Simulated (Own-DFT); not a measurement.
GaP (zincblende, atoms displaced) (calculated)

A calculation, not a measurement: plane-wave PBE density functional theory by an unreviewed code, no spin, of a simulated periodic cell, stress positive in tension, free energy of the whole cell less one offset for each atom, forces on such cells passed a denser k mesh, this cell's mesh not checked; offsets are fitted by least squares, one for each functional and potential file, so energies compare only between cells with the same atoms and settings and are not formation energies; the far tail of each file's local potential was reset to the Coulomb form; each entry is a single point on an unrelaxed cell, so the pressure reflects the starting lattice, mostly measured values (interpolated for alloys), from which strain is counted, and rises with the displacements; printed positions are rounded, which can move forces by about a meV/angstrom; the program, named Own-DFT, is a retired in-house code; no spin-orbit coupling. Program: Own-DFT development build.

Common to all runs: functional PBE; potential files PseudoDojo norm-conserving, scalar-relativistic, standard set; wave cutoff 42 hartree; occupations Fermi-Dirac; smearing width 0.1 eV; hardware one NVIDIA H200; k mesh 2 x 3 x 3 centred on Gamma.

(1) GaP (zincblende, atoms displaced)

```cif
# cell vector a (Å): 16.3515 0.0000 0.0000
# cell vector b (Å): 0.0000 10.9010 0.0000
# cell vector c (Å): 0.0000 0.0000 10.9010
data_GaP
_symmetry_space_group_name_H-M 'P 1'
_symmetry_Int_Tables_number 1
_cell_length_a 16.3515
_cell_length_b 10.9010
_cell_length_c 10.9010
_cell_angle_alpha 90.000
_cell_angle_beta 90.000
_cell_angle_gamma 90.000
_cell_volume 1943.08
loop_
_atom_site_label
_atom_site_type_symbol
_atom_site_fract_x
_atom_site_fract_y
_atom_site_fract_z
_atom_site_occupancy
Ga1 Ga 0.99797 0.99663 0.00158 1
Ga2 Ga 0.99979 0.24939 0.24924 1
Ga3 Ga 0.16655 0.00433 0.24900 1
Ga4 Ga 0.16585 0.25153 0.00196 1
P1 P 0.08448 0.12463 0.12712 1
P2 P 0.08120 0.37480 0.37424 1
P3 P 0.25050 0.12352 0.37493 1
P4 P 0.24922 0.37578 0.12532 1
Ga5 Ga 0.99898 0.00042 0.50088 1
Ga6 Ga 0.00004 0.25072 0.74818 1
Ga7 Ga 0.16723 0.00002 0.74982 1
Ga8 Ga 0.16599 0.24772 0.49904 1
P5 P 0.07975 0.12506 0.62558 1
P6 P 0.08255 0.37688 0.87139 1
P7 P 0.25130 0.12331 0.87413 1
P8 P 0.24894 0.37475 0.62076 1
Ga9 Ga 0.99903 0.50120 0.99983 1
Ga10 Ga 0.99902 0.75000 0.25111 1
Ga11 Ga 0.16709 0.49847 0.25198 1
Ga12 Ga 0.16579 0.74843 0.99596 1
P9 P 0.08329 0.62495 0.12851 1
P10 P 0.08470 0.87334 0.37742 1
P11 P 0.24928 0.62780 0.37727 1
P12 P 0.25176 0.87251 0.12743 1
Ga13 Ga 0.00007 0.50135 0.49773 1
Ga14 Ga 0.00191 0.75149 0.75233 1
Ga15 Ga 0.16829 0.50070 0.75030 1
Ga16 Ga 0.16685 0.74659 0.49760 1
P13 P 0.08513 0.62454 0.62339 1
P14 P 0.08400 0.87371 0.87873 1
P15 P 0.24985 0.62302 0.87375 1
P16 P 0.24871 0.87579 0.62285 1
Ga17 Ga 0.33409 0.99799 0.00089 1
Ga18 Ga 0.33279 0.25077 0.25299 1
Ga19 Ga 0.50065 0.99920 0.25033 1
Ga20 Ga 0.50079 0.24566 0.00197 1
P17 P 0.41691 0.12248 0.12663 1
P18 P 0.41715 0.37806 0.37457 1
P19 P 0.58231 0.12694 0.37393 1
P20 P 0.58441 0.37486 0.12568 1
Ga21 Ga 0.33504 0.00063 0.49838 1
Ga22 Ga 0.33388 0.25386 0.74963 1
Ga23 Ga 0.50071 0.99772 0.74918 1
Ga24 Ga 0.49871 0.24822 0.50095 1
P21 P 0.41681 0.12480 0.62591 1
P22 P 0.41691 0.37186 0.87473 1
P23 P 0.58389 0.12327 0.87228 1
P24 P 0.58390 0.37459 0.62320 1
Ga25 Ga 0.33371 0.49969 0.00271 1
Ga26 Ga 0.33475 0.74992 0.25245 1
Ga27 Ga 0.50044 0.50231 0.24782 1
Ga28 Ga 0.50231 0.75262 0.00036 1
P25 P 0.41418 0.62346 0.12512 1
P26 P 0.41764 0.87654 0.37373 1
P27 P 0.58437 0.62414 0.37504 1
P28 P 0.58356 0.87712 0.12543 1
Ga29 Ga 0.33199 0.50056 0.49917 1
Ga30 Ga 0.33518 0.74968 0.75120 1
Ga31 Ga 0.49808 0.49867 0.74937 1
Ga32 Ga 0.50153 0.74749 0.50029 1
P29 P 0.41717 0.62464 0.62408 1
P30 P 0.41776 0.87437 0.87452 1
P31 P 0.58532 0.62333 0.87471 1
P32 P 0.58321 0.87221 0.62744 1
Ga33 Ga 0.66796 0.99820 0.99932 1
Ga34 Ga 0.66671 0.25251 0.24752 1
Ga35 Ga 0.83235 0.99609 0.24809 1
Ga36 Ga 0.83342 0.25063 0.99808 1
P33 P 0.75027 0.12402 0.12816 1
P34 P 0.75033 0.37285 0.37258 1
P35 P 0.91692 0.12556 0.37658 1
P36 P 0.91609 0.37764 0.12476 1
Ga37 Ga 0.66634 0.00083 0.50056 1
Ga38 Ga 0.66777 0.24958 0.75058 1
Ga39 Ga 0.83298 0.99902 0.75281 1
Ga40 Ga 0.83368 0.25265 0.49975 1
P37 P 0.75170 0.12589 0.62398 1
P38 P 0.74845 0.37808 0.87659 1
P39 P 0.91675 0.12695 0.87221 1
P40 P 0.91642 0.37495 0.62675 1
Ga41 Ga 0.66540 0.50222 0.00060 1
Ga42 Ga 0.66590 0.74956 0.24921 1
Ga43 Ga 0.83594 0.49722 0.25123 1
Ga44 Ga 0.83409 0.74846 0.99906 1
P41 P 0.74926 0.62249 0.12575 1
P42 P 0.74996 0.87520 0.37632 1
P43 P 0.91654 0.62592 0.37442 1
P44 P 0.91527 0.87555 0.12399 1
Ga45 Ga 0.66714 0.49765 0.49775 1
Ga46 Ga 0.66468 0.75045 0.74820 1
Ga47 Ga 0.83300 0.49867 0.75163 1
Ga48 Ga 0.83302 0.74852 0.50295 1
P45 P 0.74938 0.62570 0.62265 1
P46 P 0.74871 0.87607 0.87664 1
P47 P 0.91571 0.62460 0.87176 1
P48 P 0.91770 0.87431 0.62717 1
```

| Quantity | Value |
| --- | --- |
| free energy of cell above offsets | -53.695 eV |
| pressure | 2.69 GPa |
| stress xx | -2.7 GPa |
| stress yy | -2.69 GPa |
| stress zz | -2.69 GPa |
| stress yz | -0.06 GPa |
| stress xz | 0.04 GPa |
| stress xy | 0 GPa |
| wall time | 931.5 s |

Force:
```tsv
element	x (eV/Å)	y (eV/Å)	z (eV/Å)
Ga	0.283	0.575	-0.169
Ga	-0.162	0.022	-0.02
Ga	0.204	-0.79	0.212
Ga	0.055	-0.146	-0.475
P	-0.524	0.071	-0.486
P	0.366	-0.121	0.088
P	-0.04	0.197	0.104
P	0.159	-0.146	0.133
Ga	0.074	-0.252	-0.147
Ga	-0.056	0.095	0.147
Ga	-0.234	0.06	-0.027
Ga	-0.25	-0.007	-0.013
P	0.7	-0.118	-0.016
P	0.106	-0.136	0.437
P	-0.145	0.357	0.201
P	0.089	-0.056	0.383
Ga	0.201	0.109	-0.031
Ga	0.207	0.255	-0.049
Ga	-0.082	0.19	0.051
Ga	0.346	-0.14	0.764
P	0.013	-0.013	-0.41
P	-0.297	0.406	-0.355
P	0.327	-0.476	-0.482
P	-0.444	0.138	-0.316
Ga	-0.087	-0.056	0.355
Ga	-0.002	-0.26	-0.287
Ga	-0.179	-0.181	-0.342
Ga	-0.084	0.462	0.453
P	-0.31	0.002	0.266
P	-0.121	0.416	-0.378
P	0.35	0.162	0.188
P	0.367	-0.231	0.101
Ga	-0.08	-0.014	-0.011
Ga	0.157	0.037	-0.252
Ga	0.037	0.185	0.012
Ga	0.033	0.128	-0.134
P	-0.166	0.252	0.021
P	-0.011	-0.194	0.06
P	0.222	-0.109	0.063
P	-0.37	0.117	-0.308
Ga	-0.199	-0.107	0.252
Ga	-0.311	-0.394	-0.187
Ga	-0.143	0.163	0.013
Ga	0.085	0.264	-0.128
P	-0.064	-0.051	0.057
P	0.107	0.328	0.437
P	0.06	0.009	0.307
P	-0.117	-0.071	0.206
Ga	-0.167	-0.23	-0.46
Ga	-0.157	-0.033	-0.015
Ga	-0.032	-0.146	0.116
Ga	-0.253	-0.441	-0.023
P	0.658	0.461	-0.064
P	0.194	-0.364	0.326
P	-0.113	0.012	-0.143
P	0.12	-0.166	0.023
Ga	0.168	0.058	-0.012
Ga	-0.358	0.097	-0.283
Ga	0.383	-0.013	0.042
Ga	-0.172	0.223	-0.135
P	-0.191	-0.034	0.032
P	-0.001	0.044	0.144
P	-0.62	0.191	-0.104
P	-0.064	0.389	-0.566
Ga	-0.204	0.466	0.201
Ga	0.005	-0.404	0.255
Ga	0.138	0.421	0.498
Ga	-0.144	-0.018	0.226
P	-0.025	0.147	-0.528
P	0.079	0.226	0.165
P	-0.227	-0.183	-0.374
P	0.244	-0.554	-0.209
Ga	-0.065	0.059	0.006
Ga	-0.027	0.106	-0.179
Ga	0.003	0.051	-0.29
Ga	0.051	-0.192	0.015
P	-0.152	-0.124	0.159
P	0.094	-0.317	-0.028
P	0.127	-0.223	0.415
P	0.027	0.29	-0.317
Ga	0.16	-0.226	0.119
Ga	0.218	0.085	0.09
Ga	-0.473	0.346	-0.006
Ga	-0.335	-0.066	0.022
P	0.348	0.216	0.092
P	-0.066	-0.218	-0.025
P	-0.146	-0.013	0.177
P	0.114	-0.419	0.177
Ga	0.083	0.054	0.069
Ga	0.541	-0.206	0.293
Ga	-0.235	0.13	-0.332
Ga	0.164	0.265	-0.226
P	-0.071	-0.331	0.39
P	0.244	-0.493	-0.284
P	0.264	0.135	0.266
P	-0.197	0.01	-0.003
```

(2) GaP (zincblende, atoms displaced)

```cif
# cell vector a (Å): 16.3515 0.0000 0.0000
# cell vector b (Å): 0.0000 10.9010 0.0000
# cell vector c (Å): 0.0000 0.0000 10.9010
data_GaP
_symmetry_space_group_name_H-M 'P 1'
_symmetry_Int_Tables_number 1
_cell_length_a 16.3515
_cell_length_b 10.9010
_cell_length_c 10.9010
_cell_angle_alpha 90.000
_cell_angle_beta 90.000
_cell_angle_gamma 90.000
_cell_volume 1943.08
loop_
_atom_site_label
_atom_site_type_symbol
_atom_site_fract_x
_atom_site_fract_y
_atom_site_fract_z
_atom_site_occupancy
Ga1 Ga 0.99885 0.00169 0.99853 1
Ga2 Ga 0.00246 0.25132 0.24954 1
Ga3 Ga 0.16592 0.00173 0.24927 1
Ga4 Ga 0.16448 0.25105 0.00159 1
P1 P 0.08322 0.12464 0.12362 1
P2 P 0.08224 0.37457 0.37507 1
P3 P 0.25189 0.12714 0.37660 1
P4 P 0.24876 0.37668 0.12332 1
Ga5 Ga 0.99994 0.00221 0.49914 1
Ga6 Ga 0.99959 0.24918 0.75001 1
Ga7 Ga 0.16814 0.00030 0.75010 1
Ga8 Ga 0.16682 0.24923 0.50023 1
P5 P 0.08279 0.12292 0.62303 1
P6 P 0.08125 0.37503 0.87597 1
P7 P 0.24888 0.12440 0.87555 1
P8 P 0.24763 0.37354 0.62482 1
Ga9 Ga 0.00087 0.50050 0.99894 1
Ga10 Ga 0.99905 0.75042 0.24762 1
Ga11 Ga 0.16528 0.50253 0.24969 1
Ga12 Ga 0.16739 0.75264 0.99694 1
P9 P 0.08442 0.62266 0.12272 1
P10 P 0.08353 0.87550 0.37286 1
P11 P 0.25074 0.62542 0.37365 1
P12 P 0.25337 0.87505 0.12271 1
Ga13 Ga 0.99900 0.50275 0.49832 1
Ga14 Ga 0.99937 0.74769 0.74966 1
Ga15 Ga 0.16940 0.50029 0.74930 1
Ga16 Ga 0.16666 0.74920 0.50013 1
P13 P 0.08355 0.62619 0.62688 1
P14 P 0.08427 0.87359 0.87247 1
P15 P 0.25108 0.62514 0.87470 1
P16 P 0.24896 0.87339 0.62392 1
Ga17 Ga 0.33483 0.00205 0.99965 1
Ga18 Ga 0.33246 0.25073 0.25266 1
Ga19 Ga 0.50012 0.99764 0.24711 1
Ga20 Ga 0.49940 0.25039 0.00043 1
P17 P 0.41537 0.12669 0.12370 1
P18 P 0.41734 0.37333 0.37251 1
P19 P 0.58482 0.12139 0.37469 1
P20 P 0.58248 0.37482 0.12655 1
Ga21 Ga 0.33382 0.99821 0.49573 1
Ga22 Ga 0.33178 0.25011 0.75078 1
Ga23 Ga 0.50178 0.00229 0.74983 1
Ga24 Ga 0.49876 0.24900 0.49953 1
P21 P 0.41484 0.12237 0.62297 1
P22 P 0.41683 0.37881 0.87373 1
P23 P 0.58031 0.12214 0.87731 1
P24 P 0.58392 0.37218 0.62865 1
Ga25 Ga 0.33052 0.49728 0.00115 1
Ga26 Ga 0.33191 0.75034 0.25121 1
Ga27 Ga 0.50039 0.49987 0.25000 1
Ga28 Ga 0.50101 0.75143 0.00063 1
P25 P 0.41617 0.62565 0.12370 1
P26 P 0.41511 0.87476 0.37346 1
P27 P 0.58229 0.62217 0.37420 1
P28 P 0.58346 0.87847 0.12412 1
Ga29 Ga 0.33276 0.49979 0.49861 1
Ga30 Ga 0.33237 0.75111 0.75112 1
Ga31 Ga 0.49756 0.50093 0.75045 1
Ga32 Ga 0.50027 0.74759 0.49645 1
P29 P 0.41870 0.62674 0.62300 1
P30 P 0.41656 0.87039 0.87578 1
P31 P 0.58540 0.62497 0.87365 1
P32 P 0.58371 0.87307 0.62761 1
Ga33 Ga 0.66742 0.00060 0.99550 1
Ga34 Ga 0.66687 0.25035 0.24714 1
Ga35 Ga 0.83466 0.99932 0.24733 1
Ga36 Ga 0.83050 0.25186 0.00560 1
P33 P 0.74713 0.12646 0.12606 1
P34 P 0.74805 0.37632 0.37531 1
P35 P 0.91866 0.12575 0.37651 1
P36 P 0.91642 0.37708 0.12457 1
Ga37 Ga 0.66815 0.00311 0.50051 1
Ga38 Ga 0.66679 0.24931 0.75361 1
Ga39 Ga 0.83431 0.99931 0.74903 1
Ga40 Ga 0.83301 0.24724 0.50094 1
P37 P 0.74904 0.12643 0.62303 1
P38 P 0.75079 0.37539 0.87423 1
P39 P 0.91689 0.12348 0.87600 1
P40 P 0.91718 0.37635 0.62330 1
Ga41 Ga 0.66524 0.50249 0.00122 1
Ga42 Ga 0.66648 0.75179 0.25110 1
Ga43 Ga 0.83277 0.49837 0.24942 1
Ga44 Ga 0.83477 0.74944 0.99726 1
P41 P 0.74990 0.62470 0.12700 1
P42 P 0.74814 0.87583 0.37340 1
P43 P 0.91556 0.62278 0.37332 1
P44 P 0.91562 0.87243 0.12399 1
Ga45 Ga 0.66388 0.50284 0.50094 1
Ga46 Ga 0.66660 0.74774 0.74646 1
Ga47 Ga 0.83249 0.49987 0.74914 1
Ga48 Ga 0.83259 0.75327 0.49864 1
P45 P 0.74972 0.62747 0.62531 1
P46 P 0.75008 0.87322 0.87584 1
P47 P 0.91537 0.62225 0.87708 1
P48 P 0.91607 0.87761 0.62569 1
```

| Quantity | Value |
| --- | --- |
| free energy of cell above offsets | -53.579 eV |
| pressure | 2.71 GPa |
| stress xx | -2.7 GPa |
| stress yy | -2.71 GPa |
| stress zz | -2.73 GPa |
| stress yz | -0.03 GPa |
| stress xz | -0.2 GPa |
| stress xy | 0.05 GPa |
| wall time | 892.2 s |

Force:
```tsv
element	x (eV/Å)	y (eV/Å)	z (eV/Å)
Ga	0.262	-0.499	0.066
Ga	-0.45	-0.066	-0.133
Ga	0.471	-0.152	-0.068
Ga	0.185	-0.012	-0.264
P	-0.119	-0.029	0.126
P	0.381	0.256	0.114
P	-0.509	-0.285	-0.21
P	-0.127	-0.369	0.536
Ga	0.073	-0.462	0.006
Ga	-0.027	0.008	-0.109
Ga	-0.235	-0.08	-0.21
Ga	-0.265	-0.024	-0.091
P	0.225	0.247	0.344
P	0.453	0.027	-0.379
P	0.073	0.221	0.16
P	0.485	0.148	-0.122
Ga	-0.206	-0.082	0.152
Ga	0.221	-0.297	0.133
Ga	0.162	-0.311	0.138
Ga	0.077	-0.211	0.28
P	-0.169	0.641	-0.015
P	-0.113	-0.105	0.171
P	-0.326	-0.113	0.177
P	-0.654	0.205	0.211
Ga	0.225	-0.105	0.188
Ga	-0.191	0.179	0.127
Ga	-0.532	-0.012	0.271
Ga	-0.138	0.024	-0.154
P	-0.006	-0.312	-0.304
P	-0.346	0.287	0.153
P	-0.14	-0.067	0.031
P	0.29	0.259	-0.051
Ga	0	-0.243	-0.257
Ga	0.027	0.101	-0.527
Ga	-0.204	0.387	0.253
Ga	-0.134	0.223	-0.018
P	0.169	0.017	0.328
P	-0.092	0.278	0.311
P	-0.428	0.429	-0.173
P	0.081	0.018	-0.331
Ga	-0.206	-0.062	0.463
Ga	0.225	-0.037	-0.074
Ga	-0.643	-0.572	-0.135
Ga	0.337	-0.151	0.052
P	0.135	0.2	0.269
P	-0.334	-0.55	0.255
P	0.53	0.531	-0.134
P	-0.353	0.272	-0.264
Ga	0.509	0.396	-0.16
Ga	0.306	-0.103	-0.324
Ga	-0.36	0.036	-0.239
Ga	0.113	-0.29	-0.043
P	0.004	-0.158	0.175
P	0.456	-0.152	-0.089
P	0.166	0.441	-0.157
P	0.255	-0.419	-0.121
Ga	0.219	-0.117	0.166
Ga	0.222	-0.192	-0.347
Ga	0.596	0.094	-0.189
Ga	0.052	0.457	0.168
P	-0.625	-0.14	0.123
P	0.154	0.769	-0.196
P	-0.52	0.057	0.081
P	-0.052	0.304	-0.63
Ga	-0.044	-0.085	0.342
Ga	-0.291	0.107	0.601
Ga	-0.199	0.202	0.289
Ga	0.382	-0.157	-0.469
P	0.457	-0.442	-0.214
P	0.179	-0.183	0.126
P	-0.37	0.029	-0.509
P	0.216	-0.25	0.118
Ga	-0.325	-0.56	0.089
Ga	-0.089	-0.171	-0.011
Ga	-0.402	0.203	0.193
Ga	0.026	0.516	-0.258
P	0.229	-0.141	0.644
P	-0.265	0.046	0.342
P	-0.47	0.483	-0.003
P	-0.146	-0.16	0.134
Ga	0.255	-0.298	-0.02
Ga	-0.222	-0.226	-0.227
Ga	-0.144	-0.019	0.119
Ga	-0.442	-0.144	0.351
P	0.034	0.24	-0.239
P	0.391	0.217	0.135
P	-0.004	0.516	0.059
P	0.244	0.34	-0.203
Ga	0.299	-0.394	0.244
Ga	0.081	0.27	0.48
Ga	0.096	-0.03	-0.132
Ga	0.106	-0.164	-0.032
P	0.203	-0.304	-0.344
P	0.031	0.065	-0.419
P	0.26	0.151	-0.424
P	0.287	-0.39	-0.268
```

(3) GaP (zincblende, atoms displaced)

```cif
# cell vector a (Å): 16.3515 0.0000 0.0000
# cell vector b (Å): 0.0000 10.9010 0.0000
# cell vector c (Å): 0.0000 0.0000 10.9010
data_GaP
_symmetry_space_group_name_H-M 'P 1'
_symmetry_Int_Tables_number 1
_cell_length_a 16.3515
_cell_length_b 10.9010
_cell_length_c 10.9010
_cell_angle_alpha 90.000
_cell_angle_beta 90.000
_cell_angle_gamma 90.000
_cell_volume 1943.08
loop_
_atom_site_label
_atom_site_type_symbol
_atom_site_fract_x
_atom_site_fract_y
_atom_site_fract_z
_atom_site_occupancy
Ga1 Ga 0.99959 0.00254 0.99855 1
Ga2 Ga 0.00118 0.25210 0.24632 1
Ga3 Ga 0.16430 0.99974 0.25016 1
Ga4 Ga 0.16616 0.25165 0.99789 1
P1 P 0.08004 0.12663 0.12610 1
P2 P 0.08458 0.37407 0.37204 1
P3 P 0.25146 0.12448 0.37534 1
P4 P 0.25075 0.37356 0.12664 1
Ga5 Ga 0.99857 0.99865 0.50056 1
Ga6 Ga 0.00056 0.24943 0.74734 1
Ga7 Ga 0.16786 0.99840 0.74960 1
Ga8 Ga 0.16951 0.24493 0.49919 1
P5 P 0.08257 0.11981 0.62392 1
P6 P 0.08329 0.37561 0.87339 1
P7 P 0.25066 0.12361 0.87604 1
P8 P 0.25014 0.37538 0.62481 1
Ga9 Ga 0.99987 0.50326 0.99820 1
Ga10 Ga 0.99892 0.74856 0.24985 1
Ga11 Ga 0.16498 0.49973 0.24916 1
Ga12 Ga 0.16648 0.74808 0.99983 1
P9 P 0.08276 0.62408 0.12821 1
P10 P 0.08433 0.87745 0.37599 1
P11 P 0.25046 0.62531 0.37675 1
P12 P 0.24856 0.87406 0.12479 1
Ga13 Ga 0.99733 0.49892 0.49808 1
Ga14 Ga 0.99922 0.74875 0.74953 1
Ga15 Ga 0.16540 0.50012 0.74958 1
Ga16 Ga 0.16787 0.74836 0.49905 1
P13 P 0.08207 0.62537 0.62682 1
P14 P 0.08270 0.87476 0.87818 1
P15 P 0.25141 0.62384 0.87598 1
P16 P 0.25001 0.87719 0.62701 1
Ga17 Ga 0.33224 0.99806 0.00137 1
Ga18 Ga 0.33335 0.24941 0.24954 1
Ga19 Ga 0.50141 0.00024 0.25010 1
Ga20 Ga 0.49926 0.25132 0.99890 1
P17 P 0.41739 0.12814 0.12512 1
P18 P 0.41471 0.37631 0.37320 1
P19 P 0.58307 0.12407 0.37442 1
P20 P 0.58247 0.37387 0.12494 1
Ga21 Ga 0.33376 0.99801 0.50302 1
Ga22 Ga 0.33218 0.24971 0.75004 1
Ga23 Ga 0.49930 0.99961 0.75196 1
Ga24 Ga 0.50009 0.24982 0.50061 1
P21 P 0.41688 0.12429 0.62476 1
P22 P 0.41769 0.37406 0.87497 1
P23 P 0.58100 0.12352 0.87447 1
P24 P 0.58363 0.37642 0.62867 1
Ga25 Ga 0.33142 0.50183 0.99933 1
Ga26 Ga 0.33265 0.75021 0.24950 1
Ga27 Ga 0.49847 0.49917 0.24931 1
Ga28 Ga 0.50112 0.75149 0.00048 1
P25 P 0.41564 0.62521 0.12202 1
P26 P 0.41725 0.87529 0.37751 1
P27 P 0.58300 0.62609 0.37476 1
P28 P 0.58318 0.87498 0.12618 1
Ga29 Ga 0.33021 0.49792 0.50083 1
Ga30 Ga 0.33042 0.75164 0.74913 1
Ga31 Ga 0.49975 0.49972 0.75300 1
Ga32 Ga 0.49788 0.75214 0.50223 1
P29 P 0.41874 0.62656 0.62596 1
P30 P 0.41937 0.87491 0.87533 1
P31 P 0.58272 0.62443 0.87384 1
P32 P 0.58324 0.87744 0.62539 1
Ga33 Ga 0.66738 0.99874 0.99919 1
Ga34 Ga 0.66696 0.24689 0.24949 1
Ga35 Ga 0.83353 0.99866 0.25242 1
Ga36 Ga 0.83424 0.25211 0.99896 1
P33 P 0.75114 0.12455 0.12528 1
P34 P 0.75136 0.37571 0.37566 1
P35 P 0.91674 0.12494 0.37393 1
P36 P 0.91719 0.37362 0.12571 1
Ga37 Ga 0.66498 0.99729 0.50117 1
Ga38 Ga 0.66574 0.24748 0.74679 1
Ga39 Ga 0.83378 0.99966 0.74788 1
Ga40 Ga 0.83482 0.25239 0.50108 1
P37 P 0.75071 0.12406 0.62462 1
P38 P 0.74994 0.37253 0.87553 1
P39 P 0.91613 0.12421 0.87366 1
P40 P 0.91647 0.37029 0.62485 1
Ga41 Ga 0.66672 0.49839 0.00112 1
Ga42 Ga 0.66793 0.74725 0.25064 1
Ga43 Ga 0.83380 0.50193 0.24938 1
Ga44 Ga 0.83507 0.74736 0.99800 1
P41 P 0.75037 0.62421 0.12692 1
P42 P 0.74996 0.87277 0.37475 1
P43 P 0.91711 0.62715 0.37448 1
P44 P 0.91612 0.87248 0.12625 1
Ga45 Ga 0.66535 0.50021 0.50194 1
Ga46 Ga 0.66572 0.75051 0.74916 1
Ga47 Ga 0.83318 0.49944 0.74533 1
Ga48 Ga 0.83204 0.74907 0.50063 1
P45 P 0.74997 0.62636 0.62544 1
P46 P 0.75051 0.88014 0.87814 1
P47 P 0.91548 0.62401 0.87535 1
P48 P 0.91579 0.87591 0.62771 1
```

| Property | Result |
| --- | --- |
| free energy of cell above offsets | -53.638 eV |
| pressure | 2.71 GPa |
| stress xx | -2.7 GPa |
| stress yy | -2.71 GPa |
| stress zz | -2.72 GPa |
| stress yz | 0.18 GPa |
| stress xz | 0.09 GPa |
| stress xy | 0.25 GPa |
| wall time | 930.9 s |

Force:
```tsv
element	x (eV/Å)	y (eV/Å)	z (eV/Å)
Ga	-0.21	-0.301	0.277
Ga	-0.31	-0.097	0.573
Ga	0.293	0.303	-0.123
Ga	0.016	-0.222	0.302
P	0.718	-0.176	-0.434
P	-0.149	-0.114	0.618
P	0.021	-0.419	-0.243
P	-0.292	0.24	-0.276
Ga	-0.067	0	-0.187
Ga	0.138	-0.288	0.278
Ga	-0.383	0.136	0.386
Ga	-0.514	0.335	0.116
P	0.295	0.46	0.082
P	-0.185	0.006	0.049
P	-0.213	0.112	-0.086
P	-0.368	-0.239	0.212
Ga	0.023	-0.403	0.282
Ga	0.357	0.425	0.151
Ga	0.476	-0.014	0.141
Ga	-0.094	-0.041	0.095
P	0.029	0.149	-0.462
P	-0.351	-0.564	0.042
P	-0.164	-0.164	-0.381
P	-0.025	0.081	0.153
Ga	0.434	-0.112	0.074
Ga	0.023	0.25	0.318
Ga	0.234	0.069	0.023
Ga	-0.258	0.264	0.255
P	0.065	-0.129	-0.461
P	0.106	-0.077	-0.384
P	-0.563	0.168	-0.353
P	-0.163	-0.394	-0.358
Ga	0.463	0.105	0.018
Ga	0.089	-0.037	0.097
Ga	-0.367	0.029	-0.024
Ga	0.192	-0.148	0.061
P	-0.154	-0.519	-0.024
P	0.187	-0.165	0.381
P	0.137	0.106	0.252
P	0.129	0.002	0.119
Ga	0.062	0.222	-0.266
Ga	0.282	-0.024	0.024
Ga	0.022	0.104	-0.268
Ga	-0.043	0.239	-0.117
P	-0.064	0.105	0.159
P	-0.551	0.196	0.011
P	0.453	0.189	0.151
P	-0.214	-0.147	-0.379
Ga	0.413	-0.529	0.139
Ga	0.213	0.038	0.106
Ga	0.121	0.212	-0.025
Ga	-0.02	-0.217	-0.002
P	0.128	0.104	0.252
P	-0.232	0.067	-0.447
P	-0.239	-0.114	0.162
P	0.325	-0.115	-0.006
Ga	0.724	0.37	0.019
Ga	0.735	-0.125	0.213
Ga	-0.078	0.068	-0.201
Ga	0.525	-0.135	-0.171
P	-0.723	-0.359	0.063
P	-0.764	-0.117	0.037
P	0.298	0.101	0.341
P	-0.239	-0.333	0.147
Ga	-0.352	0.428	0.326
Ga	0.102	0.304	0.076
Ga	-0.05	0.009	-0.192
Ga	-0.041	-0.305	0.121
P	0.003	-0.06	-0.125
P	-0.304	0.015	-0.023
P	0.154	0.192	0.094
P	-0.055	0.507	-0.278
Ga	0.394	0.294	-0.259
Ga	0.118	-0.064	0.452
Ga	-0.226	0.179	0.329
Ga	-0.375	-0.53	-0.369
P	-0.111	0.023	-0.281
P	-0.096	0.252	-0.355
P	0.088	0.25	-0.061
P	0.222	0.657	0.039
Ga	-0.004	0.09	-0.091
Ga	-0.243	0.211	-0.053
Ga	0.078	-0.267	0.129
Ga	-0.491	0.352	0.322
P	0.009	0.027	-0.496
P	-0.126	0.197	0.171
P	-0.253	-0.197	0.195
P	0.124	0.294	-0.251
Ga	0.152	-0.003	-0.248
Ga	0.213	0.25	0.33
Ga	-0.101	-0.202	0.463
Ga	0.247	0.196	0.005
P	-0.154	-0.135	-0.046
P	0.136	-0.866	-0.535
P	0.131	-0.118	-0.485
P	0.079	-0.4	-0.406
```
